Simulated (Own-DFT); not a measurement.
# One trend across several semiconductors

Calculated, not measured: single-point runs of Own-DFT, a retired in-house plane-wave DFT program that no person has reviewed, on unrelaxed cells, without spin or spin-orbit coupling.

Limits (not all hold for every row): forces on such cells moved up to 12 meV/angstrom on a denser k mesh; forces not confirmed at this smearing and k mesh; k mesh not checked against a denser one; forces on such cells passed a denser k mesh, each cell not checked; stress not checked against mesh or cutoff.

All runs are PBE with PseudoDojo norm-conserving files; cutoff and k mesh are each material's own. Every cell starts from measured lattice constants and was given uniform random strains and small random moves of its atoms. Each triple is the change of volume in per cent, the rms move u in Å and the pressure in GPa.

- 3C SiC (C32Si32), 10.36 Å³/atom unstrained: (-2.62, 0.049, 12.09); (-2.28, 0.049, 10.49); (-2.12, 0.051, 10.99); (-1.08, 0.049, 7.79); (-0.22, 0.046, 5.83); (1.52, 0.050, 2.38); (3.91, 0.049, -2.39)
- wurtzite AlN (Al64N64), 10.45 Å³/atom unstrained: (-2.08, 0.051, 10.65); (-2.06, 0.048, 9.72); (-0.04, 0.049, 5.84); (0.93, 0.050, 3.87); (1.37, 0.053, 3.27); (1.72, 0.049, 1.98); (2.04, 0.051, 1.65)
- wurtzite GaN (Ga36N36), 11.42 Å³/atom unstrained: (-2.44, 0.049, 12.21); (-2.07, 0.053, 11.62); (-1.84, 0.047, 10.64); (-1.80, 0.049, 10.62); (0.62, 0.049, 5.98); (1.15, 0.052, 4.82); (1.70, 0.047, 3.63)
- diamond silicon (Si64), 20.02 Å³/atom unstrained: withheld
- zincblende GaP (Ga32P32), 20.24 Å³/atom unstrained: (-3.03, 0.050, 6.55); (-1.91, 0.051, 5.14); (-1.08, 0.050, 4.52); (-0.55, 0.049, 3.75); (-0.28, 0.051, 3.57); (0.18, 0.049, 3.19); (3.58, 0.051, 0.50)
- grey tin (Sn64), 34.15 Å³/atom unstrained: (-2.06, 0.050, 4.80); (-1.65, 0.053, 4.62); (-1.48, 0.048, 4.52); (-1.00, 0.049, 4.20); (-0.55, 0.053, 4.09); (0.70, 0.050, 3.34); (1.78, 0.048, 2.75)

## Working it out

Fit a line to each set against the fractional change of volume; B is minus its slope, and u is nearly the same within a set. To take it to zero pressure, assume that B rises by 4 GPa for each GPa: B0 = B - 4 x (mean pressure). The bond length of an ideal tetrahedral crystal with the unstrained volume v is d = (√3/4)(8 v)^(1/3). Cohen's empirical rule reads B0 = (1971 - 220 L) d^(-3.5) GPa, with L = 0 for group IV crystals and SiC and 1 for III-V compounds.

```
                material  L  d (Å)  B (GPa)  mean P (GPa)  B0 (GPa)  rule (GPa)
        3C SiC (C32Si32)  0  1.888  219 ± 8           6.7   192 ± 8         213
  wurtzite AlN (Al64N64)  1  1.893  209 ± 8           5.3   188 ± 8         188
  wurtzite GaN (Ga36N36)  1  1.950  203 ± 5           8.5   169 ± 5         169
  diamond silicon (Si64)  0  2.352        ?             ?         ?          99
zincblende GaP (Ga32P32)  1  2.360   90 ± 5           3.9    74 ± 5          87
         grey tin (Sn64)  0  2.810   54 ± 1           4.0    38 ± 1          53
```

A line through ln[B0/(1971 - 220 L)] against ln d has a slope of -4.3 ± 0.2 and a scatter of 6 %. Against the rule, B0 stands at 90 % for 3C SiC, 100 % for wurtzite AlN, 100 % for wurtzite GaN, 86 % for zincblende GaP, 71 % for grey tin. PBE tends to make silicon and heavier crystals too soft, and the rule itself is only a guide.

## Test on the hidden row

Question: what B0 does the fitted trend give for diamond silicon (Si64)?

The line gives 82 GPa. Its own runs give B = 96 ± 5 GPa at a mean pressure of 2.5 GPa, so B0 = 86 GPa.
